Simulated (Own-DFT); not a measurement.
# Energy and forces against displacement in monoclinic HfO2, 96 atoms (Hf32O64)

All numbers below are calculated, not measured. They come from Own-DFT, an in-house plane-wave density functional program, since retired, whose code no person has reviewed. Each row is one single-point run on a periodic cell that was not relaxed, without spin or spin-orbit coupling.

Settings of every run: PBE; PseudoDojo norm-conserving scalar-relativistic files; cutoff 72 hartree; 2 x 2 x 2 k mesh centred on Gamma; Fermi-Dirac smearing of 0.1 eV.

Known limits, some of them of some rows only: some atoms lie very close together; hafnium file: forces about 75 meV/angstrom off all-electron values; oxygen file: force components 24 meV/angstrom off all-electron in a glass; forces on such cells passed a denser k mesh, each cell not checked; stress not checked against mesh or cutoff.

Cell vectors in Å: (10.234, 0.000, 0.000); (0.000, 10.350, 0.000); (-1.696, 0.000, 10.445). In each run every atom was moved at random and independently from its ideal site; u is the rms move along one axis. E is the free energy for each atom above the fitted value at u = 0, and F the rms of the force components.

| run | u (Å) | E (meV/atom) | F (eV/Å) | largest force (eV/Å) | P (GPa) |
|---|---|---|---|---|---|
| 1 | 0.0194 | 11.3 | 0.463 | 2.10 | 4.22 |
| 2 | 0.0200 | 9.3 | 0.407 | 1.70 | 3.65 |
| 3 | 0.0449 | 45.3 | 0.927 | 4.39 | 5.34 |
| 4 | 0.0530 | ? | ? | ? | ? |
| 5 | 0.0747 | 154.3 | 1.816 | 8.36 | 8.85 |
| 6 | 0.0765 | 151.6 | 1.750 | 6.87 | 8.56 |
| 7 | 0.0822 | 173.9 | 1.964 | 9.19 | 9.81 |
| 8 | 0.1158 | 296.7 | 2.371 | 8.83 | 13.76 |
| 9 | 0.1435 | 584.1 | 4.031 | 17.46 | 21.83 |

## Worked fit

For small independent moves the energy grows as E = (3/2) K u², with K the mean stiffness felt by one atom. The runs with u up to 0.11 Å give K = 17.1 ± 0.8 eV/Å², with residuals divided by u² + 0.0006 Å², since the noise grows with the moves. The scatter is 5.5 meV/atom at u = 0.05 Å. The forces follow F = G u with G = 22.7 eV/Å²; no force at u = 0 is resolved. G exceeds K because the moves of its neighbours add to the force on an atom, and stiffness differs between atoms. At u = 0.144 Å the parabola gives 530 meV/atom and the run 584. The pressure follows P = 3.56 + 908 u² GPa: at fixed volume, shortened bonds push harder than stretched ones pull.

## Withheld run

Question: what energy and rms force should run 4 give?

The fit gives 72 ± 7 meV/atom and about 1.20 eV/Å. The calculation gave 81.3 meV/atom and 1.229 eV/Å.
